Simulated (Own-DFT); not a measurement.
SiGe3 (diamond-structure random alloy, atoms displaced), AlGa3N4 (wurtzite random alloy, strained, atoms displaced) (calculated)

A calculation, not a measurement: plane-wave density functional theory by an unreviewed code, no spin, of a simulated periodic cell, stress positive in tension, run twice, with PBE and with PBEsol, both on files made for PBE, so the change isn't that of files made for PBEsol, forces on such cells passed a denser k mesh, this cell's mesh not checked; the far tail of each file's local potential was reset to the Coulomb form; each entry is a single point on an unrelaxed cell, so the pressure reflects the starting lattice, mostly measured values (interpolated for alloys), from which strain is counted, and rises with the displacements; printed positions are rounded, which can move forces by about a meV/angstrom; the program, named Own-DFT, is a retired in-house code; no spin-orbit coupling; stress was not checked against mesh or cutoff. Program: Own-DFT development build.

Common to all runs: functional PBE, then PBEsol; potential files PseudoDojo norm-conserving, scalar-relativistic, standard set; wave cutoff 42 hartree; occupations Fermi-Dirac; smearing width 0.1 eV.

(1) SiGe3 (diamond-structure random alloy, atoms displaced)

```cif
# cell vector a (Å): 11.2025 0.0000 0.0000
# cell vector b (Å): 0.0000 11.2025 0.0000
# cell vector c (Å): 0.0000 0.0000 11.2025
data_SiGe3
_symmetry_space_group_name_H-M 'P 1'
_symmetry_Int_Tables_number 1
_cell_length_a 11.2025
_cell_length_b 11.2025
_cell_length_c 11.2025
_cell_angle_alpha 90.000
_cell_angle_beta 90.000
_cell_angle_gamma 90.000
_cell_volume 1405.87
loop_
_atom_site_label
_atom_site_type_symbol
_atom_site_fract_x
_atom_site_fract_y
_atom_site_fract_z
_atom_site_occupancy
Ge1 Ge 0.00666 0.98896 0.00567 1
Ge2 Ge 0.00241 0.23372 0.25286 1
Ge3 Ge 0.24836 0.99527 0.25501 1
Ge4 Ge 0.24270 0.24329 0.00337 1
Ge5 Ge 0.12070 0.13064 0.13452 1
Si1 Si 0.12470 0.37081 0.37484 1
Ge6 Ge 0.37799 0.13090 0.37533 1
Ge7 Ge 0.37998 0.37157 0.13085 1
Ge8 Ge 0.99945 0.00042 0.50969 1
Si2 Si 0.00362 0.25668 0.74327 1
Ge9 Ge 0.23931 0.99911 0.75283 1
Ge10 Ge 0.24934 0.24706 0.50083 1
Si3 Si 0.12843 0.12102 0.62572 1
Ge11 Ge 0.12596 0.36667 0.87717 1
Ge12 Ge 0.38277 0.12160 0.88144 1
Ge13 Ge 0.36680 0.37520 0.62177 1
Si4 Si 0.99398 0.48810 0.00838 1
Si5 Si 0.00199 0.74470 0.24364 1
Ge14 Ge 0.25036 0.49527 0.26512 1
Ge15 Ge 0.24005 0.75428 0.00129 1
Ge16 Ge 0.12761 0.63036 0.11789 1
Si6 Si 0.13490 0.86973 0.37812 1
Ge17 Ge 0.36808 0.62298 0.37574 1
Ge18 Ge 0.37203 0.87189 0.11883 1
Si7 Si 0.00194 0.50690 0.49976 1
Ge19 Ge 0.01002 0.75709 0.75297 1
Si8 Si 0.25208 0.49622 0.75239 1
Ge20 Ge 0.25277 0.74626 0.49438 1
Ge21 Ge 0.12353 0.62430 0.62790 1
Ge22 Ge 0.12387 0.87485 0.86902 1
Si9 Si 0.37519 0.62478 0.87979 1
Ge23 Ge 0.36478 0.88096 0.62990 1
Ge24 Ge 0.49492 0.99458 0.99977 1
Ge25 Ge 0.49898 0.23363 0.25798 1
Ge26 Ge 0.74506 0.00142 0.25802 1
Ge27 Ge 0.75080 0.24613 0.99946 1
Ge28 Ge 0.63407 0.11597 0.11282 1
Si10 Si 0.62478 0.37883 0.38140 1
Ge29 Ge 0.87960 0.12822 0.38242 1
Si11 Si 0.87216 0.36599 0.12421 1
Si12 Si 0.48280 0.99393 0.48794 1
Si13 Si 0.49766 0.25435 0.75032 1
Ge30 Ge 0.75414 0.99831 0.73817 1
Ge31 Ge 0.75551 0.24992 0.49713 1
Si14 Si 0.62740 0.12501 0.62570 1
Ge32 Ge 0.62017 0.37523 0.87570 1
Ge33 Ge 0.87963 0.12568 0.87563 1
Ge34 Ge 0.87353 0.36583 0.63048 1
Ge35 Ge 0.50596 0.50141 0.00339 1
Ge36 Ge 0.50282 0.75597 0.24916 1
Ge37 Ge 0.75547 0.50415 0.24795 1
Ge38 Ge 0.74359 0.76134 0.00431 1
Ge39 Ge 0.62699 0.61629 0.12536 1
Ge40 Ge 0.63222 0.87749 0.37127 1
Si15 Si 0.86972 0.62507 0.37291 1
Si16 Si 0.87963 0.87567 0.11936 1
Ge41 Ge 0.49542 0.48831 0.50233 1
Ge42 Ge 0.49917 0.74798 0.75547 1
Ge43 Ge 0.75051 0.50300 0.74430 1
Ge44 Ge 0.75468 0.76675 0.50110 1
Ge45 Ge 0.62999 0.62445 0.62632 1
Ge46 Ge 0.61293 0.87490 0.86636 1
Ge47 Ge 0.87311 0.62663 0.86630 1
Ge48 Ge 0.87586 0.86776 0.63068 1
```

```
k mesh                                            : 3 x 3 x 3 centred on Gamma
PBE pressure                                      : 4.18 GPa
PBE stress xx                                     : -4.21 GPa
PBE stress yy                                     : -4.09 GPa
PBE stress zz                                     : -4.23 GPa
PBE stress yz                                     : 0.19 GPa
PBE stress xz                                     : 0.11 GPa
PBE stress xy                                     : -0.6 GPa
PBEsol pressure                                   : 1.44 GPa
PBEsol stress xx                                  : -1.48 GPa
PBEsol stress yy                                  : -1.37 GPa
PBEsol stress zz                                  : -1.49 GPa
PBEsol stress yz                                  : 0.19 GPa
PBEsol stress xz                                  : 0.1 GPa
PBEsol stress xy                                  : -0.57 GPa
rms change of force components from PBE to PBEsol : 0.055 eV/Å
```

Force:
```tsv
force element	PBE force x (eV/Å)	PBE force y (eV/Å)	PBE force z (eV/Å)	PBEsol force x (eV/Å)	PBEsol force y (eV/Å)	PBEsol force z (eV/Å)
Ge	-0.329	1.587	-0.378	-0.28	1.579	-0.416
Ge	-1.344	3.193	0.752	-1.297	3.018	0.722
Ge	0.343	0.581	-0.304	0.369	0.611	-0.333
Ge	1.408	0.346	0.131	1.353	0.337	0.129
Ge	1.469	-2.6	-1.491	1.423	-2.522	-1.444
Si	-0.961	0.121	0.725	-0.899	0.077	0.678
Ge	-1.829	-1.726	0.786	-1.8	-1.63	0.711
Ge	-0.476	-0.145	0.08	-0.461	-0.145	0.087
Ge	0.789	-0.76	-0.723	0.698	-0.741	-0.703
Si	0.587	-1.639	0.727	0.536	-1.566	0.751
Ge	1.355	1.321	0.112	1.345	1.208	0.144
Ge	-0.786	-0.076	-0.153	-0.679	-0.066	-0.158
Si	-0.812	1.043	0.193	-0.762	0.978	0.153
Ge	-0.528	1.151	-0.255	-0.478	1.076	-0.207
Ge	-1.276	0.893	-1.123	-1.269	0.822	-1.037
Ge	0.316	-0.525	1.304	0.317	-0.512	1.181
Si	0.42	0.979	-1.102	0.47	1.007	-1.126
Si	-0.432	0.81	0.841	-0.375	0.757	0.789
Ge	-0.516	-0.161	-2.151	-0.434	-0.111	-2.108
Ge	1.522	-0.429	-1.48	1.445	-0.391	-1.399
Ge	-1.155	-2.253	1.41	-1.062	-2.156	1.35
Si	-2.065	0.093	-0.44	-1.983	0.118	-0.402
Ge	2.113	0.174	0.052	2.021	0.162	0.059
Ge	-0.17	0.28	1.082	-0.16	0.283	1.048
Si	-0.812	-1.16	-0.323	-0.787	-1.128	-0.242
Ge	-1.441	-1.866	-0.694	-1.403	-1.803	-0.68
Si	-0.219	0.628	0.625	-0.251	0.575	0.571
Ge	-0.484	0.376	1.591	-0.431	0.323	1.577
Ge	0.769	-0.236	-0.237	0.749	-0.155	-0.224
Ge	0.407	0.51	1.552	0.39	0.498	1.505
Si	-0.527	-0.26	-0.109	-0.472	-0.212	-0.071
Ge	0.878	-0.952	-0.753	0.811	-0.955	-0.702
Ge	0.91	-0.116	0.057	0.88	-0.113	0.039
Ge	2.513	2.228	-1.927	2.381	2.139	-1.879
Ge	2.239	0.613	-1.653	2.132	0.609	-1.58
Ge	0.165	0.817	-0.684	0.122	0.738	-0.695
Ge	-1.246	-0.054	1.447	-1.215	-0.058	1.412
Si	0.426	-0.875	-1.154	0.415	-0.859	-1.129
Ge	-0.461	-1.349	-0.2	-0.448	-1.299	-0.19
Si	0.465	0.081	0.949	0.402	0.023	0.975
Si	1.911	0.282	1.609	1.84	0.255	1.545
Si	0.186	-0.761	-0.438	0.15	-0.704	-0.394
Ge	-0.885	0.678	1.509	-0.815	0.609	1.492
Ge	-1.514	0.328	0.614	-1.386	0.313	0.605
Si	-1.237	-0.008	-0.969	-1.142	-0.023	-0.96
Ge	0.602	-0.052	-0.49	0.61	-0.008	-0.43
Ge	0.648	-0.443	-0.668	0.597	-0.454	-0.62
Ge	0.5	1.607	-1.071	0.408	1.573	-1.058
Ge	-1.433	-0.38	-0.462	-1.337	-0.4	-0.41
Ge	-0.253	-1.346	-0.131	-0.24	-1.306	-0.136
Ge	-0.284	-1.527	0.561	-0.334	-1.447	0.502
Ge	0.278	-0.851	-0.779	0.22	-0.862	-0.794
Ge	0.177	1.833	0.289	0.17	1.774	0.273
Ge	-2.109	-0.055	1.079	-2.009	-0.066	1.01
Si	1.348	0.861	0.481	1.24	0.846	0.466
Si	-0.626	-0.533	1.836	-0.644	-0.486	1.754
Ge	0.609	1.661	-0.267	0.535	1.634	-0.22
Ge	-1.174	-0.884	-1.231	-1.088	-0.807	-1.204
Ge	0.109	-1.051	0.736	0.105	-1.005	0.71
Ge	-0.479	-2.547	-0.665	-0.485	-2.437	-0.614
Ge	-1.041	0.641	-1.136	-1.003	0.616	-1.074
Ge	1.76	0.974	0.756	1.693	0.926	0.742
Ge	0.503	0.106	1.747	0.463	0.124	1.652
Ge	1.183	0.82	0.009	1.136	0.819	0.006
```

(2) AlGa3N4 (wurtzite random alloy, strained, atoms displaced)

```cif
# cell vector a (Å): 9.4379 0.0000 0.0000
# cell vector b (Å): -4.7190 8.1735 0.0000
# cell vector c (Å): 0.0000 0.0000 10.2685
data_AlGa3N4
_symmetry_space_group_name_H-M 'P 1'
_symmetry_Int_Tables_number 1
_cell_length_a 9.4379
_cell_length_b 9.4380
_cell_length_c 10.2685
_cell_angle_alpha 90.000
_cell_angle_beta 90.000
_cell_angle_gamma 120.000
_cell_volume 792.12
loop_
_atom_site_label
_atom_site_type_symbol
_atom_site_fract_x
_atom_site_fract_y
_atom_site_fract_z
_atom_site_occupancy
Ga1 Ga 0.10832 0.22069 0.99981 1
Ga2 Ga 0.21213 0.10588 0.24952 1
N1 N 0.10785 0.22482 0.19379 1
N2 N 0.21462 0.11228 0.44297 1
Al1 Al 0.11733 0.22159 0.50314 1
Al2 Al 0.21783 0.10544 0.74731 1
N3 N 0.11460 0.22268 0.68661 1
N4 N 0.22629 0.11249 0.94617 1
Al3 Al 0.12361 0.56790 0.99380 1
Ga3 Ga 0.22577 0.44422 0.24167 1
N5 N 0.12436 0.56717 0.19072 1
N6 N 0.23261 0.45241 0.44449 1
Al4 Al 0.11350 0.55425 0.50521 1
Ga4 Ga 0.21877 0.43969 0.74248 1
N7 N 0.10498 0.55622 0.69165 1
N8 N 0.22204 0.44489 0.93912 1
Ga5 Ga 0.11679 0.90330 0.99778 1
Ga6 Ga 0.21614 0.77614 0.25111 1
N9 N 0.10686 0.89778 0.17817 1
N10 N 0.22242 0.77963 0.43576 1
Ga7 Ga 0.10787 0.88578 0.50828 1
Ga8 Ga 0.22466 0.78143 0.75312 1
N11 N 0.11943 0.89618 0.69393 1
N12 N 0.21938 0.78183 0.94400 1
Ga9 Ga 0.44665 0.22146 0.99302 1
Ga10 Ga 0.54619 0.11247 0.24797 1
N13 N 0.43720 0.21816 0.18755 1
N14 N 0.54874 0.10505 0.43397 1
Ga11 Ga 0.44703 0.22229 0.50552 1
Al5 Al 0.55177 0.11606 0.74686 1
N15 N 0.45184 0.23144 0.68678 1
N16 N 0.56062 0.10431 0.94014 1
Ga12 Ga 0.43390 0.55930 0.99311 1
Ga13 Ga 0.54698 0.44647 0.24682 1
N17 N 0.44596 0.55668 0.19436 1
N18 N 0.55482 0.45419 0.43908 1
Ga14 Ga 0.45160 0.55613 0.50793 1
Al6 Al 0.55424 0.44833 0.75471 1
N19 N 0.44895 0.54991 0.68798 1
N20 N 0.55797 0.44370 0.94511 1
Al7 Al 0.44287 0.88536 0.99348 1
Al8 Al 0.55600 0.77959 0.25023 1
N21 N 0.44214 0.88510 0.18749 1
N22 N 0.56201 0.77130 0.43391 1
Ga15 Ga 0.45114 0.88811 0.49812 1
Ga16 Ga 0.55563 0.77330 0.74895 1
N23 N 0.44464 0.88753 0.68734 1
N24 N 0.55571 0.78210 0.93998 1
Ga17 Ga 0.78107 0.22085 0.00380 1
Ga18 Ga 0.88737 0.10924 0.25754 1
N25 N 0.78014 0.22270 0.18269 1
N26 N 0.89063 0.11000 0.43757 1
Al9 Al 0.77551 0.22363 0.50319 1
Ga19 Ga 0.89552 0.11591 0.75393 1
N27 N 0.77389 0.22114 0.68859 1
N28 N 0.88337 0.10963 0.93695 1
Ga20 Ga 0.77717 0.55914 0.00149 1
Ga21 Ga 0.89245 0.45486 0.24976 1
N29 N 0.77803 0.56073 0.18103 1
N30 N 0.89566 0.45218 0.44011 1
Ga22 Ga 0.77597 0.55514 0.50150 1
Ga23 Ga 0.88947 0.44824 0.74797 1
N31 N 0.77023 0.55144 0.68406 1
N32 N 0.89596 0.44292 0.93800 1
Ga24 Ga 0.78691 0.87746 0.99631 1
Ga25 Ga 0.89077 0.77710 0.25799 1
N33 N 0.77316 0.88767 0.18888 1
N34 N 0.89387 0.77378 0.43508 1
Ga26 Ga 0.76988 0.88277 0.49639 1
Ga27 Ga 0.88946 0.76662 0.73960 1
N35 N 0.77643 0.88207 0.69100 1
N36 N 0.90089 0.78193 0.94051 1
```

```
k mesh                                            : 4 x 4 x 3 centred on Gamma
PBE pressure                                      : 10.14 GPa
PBE stress xx                                     : -10.4 GPa
PBE stress yy                                     : -11.11 GPa
PBE stress zz                                     : -8.92 GPa
PBE stress yz                                     : -0.38 GPa
PBE stress xz                                     : -0.15 GPa
PBE stress xy                                     : 0.08 GPa
PBEsol pressure                                   : 5.14 GPa
PBEsol stress xx                                  : -5.39 GPa
PBEsol stress yy                                  : -6.1 GPa
PBEsol stress zz                                  : -3.93 GPa
PBEsol stress yz                                  : -0.36 GPa
PBEsol stress xz                                  : -0.14 GPa
PBEsol stress xy                                  : 0.11 GPa
rms change of force components from PBE to PBEsol : 0.072 eV/Å
```

Force:
```tsv
force element	PBE force x (eV/Å)	PBE force y (eV/Å)	PBE force z (eV/Å)	PBEsol force x (eV/Å)	PBEsol force y (eV/Å)	PBEsol force z (eV/Å)
Ga	-0.373	0.048	0.696	-0.355	0.048	0.685
Ga	0.614	1.055	0.724	0.605	1.029	0.69
N	0.134	-0.479	-1.136	0.138	-0.468	-1.112
N	1.301	-0.438	-0.05	1.442	-0.538	-0.117
Al	-1.673	1.074	-0.91	-1.689	1.087	-0.909
Al	0.482	2.084	1.015	0.483	2.104	1.033
N	0.625	-1.14	-0.073	0.473	-1.025	0.047
N	-0.904	1.753	-3.362	-0.881	1.698	-3.17
Al	-1.39	-1.617	1.262	-1.385	-1.625	1.262
Ga	-0.703	0.615	2.007	-0.674	0.607	1.961
N	-0.998	-1.929	-2.08	-0.978	-1.876	-1.914
N	-1.44	-1.38	0.247	-1.266	-1.297	0.174
Al	0.185	0.621	-1.162	0.183	0.644	-1.153
Ga	0.08	1.068	0.916	0.077	1.036	0.904
N	1.4	0.615	-1.194	1.362	0.594	-1.016
N	-1.492	-0.202	-0.956	-1.313	-0.268	-0.973
Ga	0.565	-2.134	0.503	0.545	-2.089	0.511
Ga	0.286	1.958	-0.379	0.3	1.909	-0.357
N	0.587	-1.571	2.015	0.572	-1.53	1.985
N	0.108	-0.816	1.688	0.099	-0.675	1.601
Ga	0.889	0.602	-1.402	0.878	0.586	-1.389
Ga	0.472	-0.444	0.23	0.444	-0.442	0.215
N	-0.592	-0.752	-0.205	-0.579	-0.965	-0.283
N	1.498	0.136	-0.855	1.328	0.253	-0.952
Ga	1.027	-0.241	1.468	0.988	-0.229	1.472
Ga	1.561	-0.525	-0.685	1.505	-0.524	-0.661
N	-0.531	0.908	-0.272	-0.508	0.885	-0.256
N	1.231	1.566	1.214	1.096	1.468	1.15
Ga	-0.765	0.337	-1.941	-0.752	0.321	-1.897
Al	1.458	-0.747	0.909	1.449	-0.749	0.913
N	-0.955	-0.85	2.166	-0.969	-0.836	1.95
N	-1.435	0.008	-1.637	-1.4	0.176	-1.525
Ga	2.478	0.135	1.717	2.434	0.113	1.677
Ga	1.975	-0.915	0.499	1.914	-0.89	0.482
N	-0.955	1.722	-1.809	-0.94	1.516	-1.806
N	1.94	-1.989	-0.651	1.897	-1.936	-0.623
Ga	-1.406	0.277	-1.344	-1.37	0.271	-1.326
Al	0.989	-0.669	0.394	0.996	-0.666	0.413
N	-0.837	0.25	1.656	-0.985	0.348	1.53
N	-1.146	0.748	-2.167	-1.108	0.725	-1.991
Al	-0.102	0.818	1.633	-0.127	0.818	1.635
Al	-0.28	-0.139	-0.691	-0.289	-0.14	-0.675
N	0.39	0.007	-0.652	0.242	0.08	-0.56
N	-1.839	0.295	-0.357	-1.778	0.294	-0.163
Ga	-0.69	-0.799	-0.365	-0.699	-0.775	-0.362
Ga	-0.26	0.578	0.514	-0.248	0.561	0.493
N	0.059	0.956	0.321	0.062	0.798	0.271
N	0.288	-0.374	-0.513	0.434	-0.477	-0.568
Ga	-0.49	0.484	-0.875	-0.482	0.471	-0.857
Ga	-0.713	0.096	-1.642	-0.684	0.092	-1.609
N	-0.595	0.507	2.393	-0.578	0.493	2.328
N	-0.378	0.976	2.366	-0.375	0.817	2.201
Al	0.48	-0.108	-0.998	0.466	-0.11	-1.011
Ga	-1.054	-0.99	-0.847	-1.036	-0.959	-0.813
N	-0.254	-0.27	-0.696	-0.116	-0.184	-0.573
N	1.716	-0.687	0.318	1.691	-0.658	0.306
Ga	1.605	-0.381	-0.869	1.56	-0.374	-0.825
Ga	0.575	-1.021	-0.551	0.556	-0.991	-0.534
N	-0.128	-0.424	2.064	-0.115	-0.408	2.024
N	0.311	-1.413	0.575	0.161	-1.321	0.464
Ga	0.086	-0.392	-1.181	0.088	-0.367	-1.156
Ga	-0.651	-1.224	1.082	-0.62	-1.196	1.065
N	-0.216	-0.664	1.177	-0.068	-0.554	1.086
N	-0.092	1.16	0.156	-0.212	1.056	0.103
Ga	-2.629	1.663	1.145	-2.562	1.633	1.122
Ga	-0.623	0.41	-2.568	-0.605	0.404	-2.518
N	0.29	-0.426	0.123	0.433	-0.337	0.074
N	-0.792	0.452	2.113	-0.78	0.438	2.063
Ga	1.868	1.203	0.827	1.821	1.164	0.8
Ga	-0.599	1.544	1.798	-0.588	1.511	1.754
N	0.427	0.825	-0.669	0.414	0.794	-0.662
N	-0.001	-1.397	-2.191	-0.024	-1.361	-2.124
```

(3) SiGe3 (diamond-structure random alloy, atoms displaced)

```cif
# cell vector a (Å): 11.2025 0.0000 0.0000
# cell vector b (Å): 0.0000 11.2025 0.0000
# cell vector c (Å): 0.0000 0.0000 11.2025
data_SiGe3
_symmetry_space_group_name_H-M 'P 1'
_symmetry_Int_Tables_number 1
_cell_length_a 11.2025
_cell_length_b 11.2025
_cell_length_c 11.2025
_cell_angle_alpha 90.000
_cell_angle_beta 90.000
_cell_angle_gamma 90.000
_cell_volume 1405.87
loop_
_atom_site_label
_atom_site_type_symbol
_atom_site_fract_x
_atom_site_fract_y
_atom_site_fract_z
_atom_site_occupancy
Ge1 Ge 0.00197 0.99405 0.99053 1
Ge2 Ge 0.99447 0.23852 0.24873 1
Ge3 Ge 0.25849 0.99900 0.24912 1
Ge4 Ge 0.24588 0.24615 0.00348 1
Si1 Si 0.12020 0.13148 0.12026 1
Ge5 Ge 0.12282 0.37762 0.37177 1
Ge6 Ge 0.38532 0.12255 0.37413 1
Si2 Si 0.37252 0.37416 0.12112 1
Si3 Si 0.00012 0.00834 0.50321 1
Ge7 Ge 0.99363 0.24555 0.74156 1
Si4 Si 0.25283 0.98832 0.75006 1
Ge8 Ge 0.25385 0.24950 0.49957 1
Ge9 Ge 0.13450 0.12717 0.62946 1
Ge10 Ge 0.13601 0.37505 0.88606 1
Ge11 Ge 0.36932 0.12401 0.88445 1
Ge12 Ge 0.36821 0.38300 0.63730 1
Ge13 Ge 0.99681 0.48437 0.99979 1
Ge14 Ge 0.99247 0.74816 0.25302 1
Ge15 Ge 0.25043 0.50091 0.25077 1
Ge16 Ge 0.24495 0.74874 0.00134 1
Ge17 Ge 0.12911 0.61172 0.13593 1
Ge18 Ge 0.12650 0.87647 0.37690 1
Si5 Si 0.37201 0.62714 0.37909 1
Ge19 Ge 0.37961 0.88418 0.13060 1
Ge20 Ge 0.99725 0.50175 0.50929 1
Si6 Si 0.00290 0.73816 0.74882 1
Ge21 Ge 0.24959 0.50286 0.75622 1
Si7 Si 0.25663 0.74790 0.50213 1
Ge22 Ge 0.12676 0.62701 0.62030 1
Ge23 Ge 0.12769 0.87173 0.88414 1
Ge24 Ge 0.37375 0.62016 0.87460 1
Ge25 Ge 0.37436 0.87483 0.62229 1
Ge26 Ge 0.49970 0.00387 0.00138 1
Ge27 Ge 0.50448 0.24396 0.26448 1
Ge28 Ge 0.75214 0.99919 0.25234 1
Si8 Si 0.75378 0.24212 0.98967 1
Ge29 Ge 0.62958 0.12747 0.13042 1
Ge30 Ge 0.62578 0.37867 0.37128 1
Ge31 Ge 0.87416 0.12210 0.37033 1
Ge32 Ge 0.87631 0.37245 0.12866 1
Ge33 Ge 0.50308 0.00573 0.49794 1
Ge34 Ge 0.49333 0.24345 0.73874 1
Ge35 Ge 0.74821 0.00362 0.75106 1
Ge36 Ge 0.75094 0.25353 0.49997 1
Ge37 Ge 0.63754 0.12145 0.61788 1
Si9 Si 0.62327 0.37684 0.87289 1
Ge38 Ge 0.87609 0.12258 0.87518 1
Ge39 Ge 0.86923 0.37920 0.62230 1
Si10 Si 0.48939 0.49889 0.00741 1
Si11 Si 0.49792 0.75725 0.25202 1
Si12 Si 0.75073 0.50053 0.24841 1
Si13 Si 0.75189 0.74702 0.99443 1
Si14 Si 0.62281 0.62954 0.12785 1
Ge40 Ge 0.62879 0.86913 0.37867 1
Ge41 Ge 0.87521 0.63098 0.38161 1
Si15 Si 0.87201 0.87771 0.12333 1
Ge42 Ge 0.49868 0.48971 0.50107 1
Ge43 Ge 0.50358 0.75370 0.75390 1
Si16 Si 0.75356 0.50077 0.75224 1
Ge44 Ge 0.74244 0.75681 0.49908 1
Ge45 Ge 0.62961 0.62136 0.62894 1
Ge46 Ge 0.62298 0.87690 0.87412 1
Ge47 Ge 0.87989 0.62621 0.86479 1
Ge48 Ge 0.87973 0.87166 0.61587 1
```

```
k mesh                                            : 3 x 3 x 3 centred on Gamma
PBE pressure                                      : 3.93 GPa
PBE stress xx                                     : -4.06 GPa
PBE stress yy                                     : -3.91 GPa
PBE stress zz                                     : -3.83 GPa
PBE stress yz                                     : 0.76 GPa
PBE stress xz                                     : 0.58 GPa
PBE stress xy                                     : 0.26 GPa
PBEsol pressure                                   : 1.21 GPa
PBEsol stress xx                                  : -1.34 GPa
PBEsol stress yy                                  : -1.18 GPa
PBEsol stress zz                                  : -1.11 GPa
PBEsol stress yz                                  : 0.72 GPa
PBEsol stress xz                                  : 0.57 GPa
PBEsol stress xy                                  : 0.24 GPa
rms change of force components from PBE to PBEsol : 0.05 eV/Å
```

Force:
```tsv
force element	PBE force x (eV/Å)	PBE force y (eV/Å)	PBE force z (eV/Å)	PBEsol force x (eV/Å)	PBEsol force y (eV/Å)	PBEsol force z (eV/Å)
Ge	-0.563	0.889	1.863	-0.534	0.862	1.739
Ge	1.009	1.3	-0.149	0.924	1.302	-0.113
Ge	-1.793	1.213	0.276	-1.692	1.14	0.285
Ge	0.711	0.314	0.811	0.694	0.32	0.702
Si	0.21	-1.743	0.478	0.203	-1.702	0.461
Ge	-0.395	-0.757	0.504	-0.373	-0.729	0.49
Ge	-1.828	-0.05	0.616	-1.746	-0.048	0.6
Si	0.31	-0.663	1.269	0.236	-0.701	1.288
Si	0.71	-0.413	-0.267	0.689	-0.403	-0.266
Ge	0.94	0.878	0.933	0.906	0.836	0.898
Si	-0.409	0.931	0.735	-0.395	0.913	0.725
Ge	0.117	0.61	-0.178	0.106	0.592	-0.158
Ge	-0.48	-0.989	-0.165	-0.476	-0.89	-0.17
Ge	-1.466	-0.42	-1.82	-1.417	-0.395	-1.744
Ge	0.26	-0.522	-1.713	0.281	-0.484	-1.626
Ge	0.417	-1.127	-1.437	0.419	-1.107	-1.398
Ge	0.444	1.854	0.094	0.454	1.778	0.105
Ge	0.966	0.571	-0.885	0.965	0.513	-0.808
Ge	1.706	-0.979	0.912	1.559	-0.949	0.87
Ge	1.129	-0.802	1.388	1.083	-0.775	1.329
Ge	-1.983	1.717	-1.81	-1.908	1.658	-1.747
Ge	-0.179	-0.002	0.415	-0.169	-0.003	0.348
Si	0.939	-0.134	-0.372	0.931	-0.217	-0.379
Ge	0.097	-1.59	-1.146	0.063	-1.479	-1.133
Ge	0.349	-0.089	-1.323	0.334	-0.08	-1.282
Si	0.567	2.013	-0.456	0.557	1.959	-0.446
Ge	-1.143	0.362	-0.201	-1.087	0.341	-0.193
Si	-0.69	0.294	-0.603	-0.726	0.335	-0.539
Ge	0.577	0.023	0.664	0.546	-0.053	0.651
Ge	-0.206	-0.581	-2.464	-0.206	-0.566	-2.318
Ge	0.669	1.109	0.752	0.599	1.106	0.689
Ge	0.595	-0.066	0.147	0.65	-0.061	0.149
Ge	0.676	-0.005	0.37	0.636	-0.008	0.367
Ge	-0.003	1.518	-2.45	0.025	1.434	-2.339
Ge	-0.351	-0.804	-0.523	-0.373	-0.73	-0.465
Si	-0.923	1.528	1.178	-0.865	1.451	1.184
Ge	0.036	0.177	-0.857	0.006	0.127	-0.782
Ge	0.596	0.019	0.213	0.533	-0.042	0.263
Ge	0.044	-0.135	1.602	0.009	-0.093	1.507
Ge	-1.419	-0.824	-0.335	-1.295	-0.811	-0.335
Ge	0.479	-1.273	0.463	0.472	-1.23	0.437
Ge	0.927	0.213	1.253	0.865	0.202	1.193
Ge	0.836	-1.167	-0.203	0.799	-1.119	-0.201
Ge	0.167	0.056	-1.11	0.157	0.049	-1.072
Ge	-1.273	0.512	0.491	-1.241	0.496	0.472
Si	-0.191	-0.358	0.24	-0.23	-0.38	0.201
Ge	0.187	-0.029	-0.502	0.223	-0.075	-0.536
Ge	0.112	-0.232	0.921	0.15	-0.263	0.849
Si	1.629	0.1	-0.469	1.569	0.15	-0.512
Si	0.151	-1.128	0.232	0.142	-1.024	0.23
Si	-0.027	0.802	-0.029	0.015	0.743	0.01
Si	-0.167	0.316	0.664	-0.161	0.306	0.573
Si	-0.105	-0.349	-0.288	-0.105	-0.333	-0.284
Ge	-1.514	1.381	-1.365	-1.421	1.377	-1.275
Ge	-0.942	-0.945	-0.139	-0.879	-0.875	-0.106
Si	0.166	-0.737	-0.431	0.196	-0.68	-0.384
Ge	-0.319	1.477	0.186	-0.282	1.4	0.21
Ge	-0.613	-0.89	-0.623	-0.593	-0.858	-0.606
Si	-0.736	-0.451	0.288	-0.676	-0.404	0.238
Ge	1.123	-1.673	1.171	1.098	-1.616	1.127
Ge	-0.472	0.081	-0.238	-0.484	0.128	-0.268
Ge	0.635	0.109	0.747	0.58	0.14	0.679
Ge	-0.531	-0.851	1.433	-0.496	-0.862	1.418
Ge	0.236	0.41	1.248	0.155	0.385	1.201
```
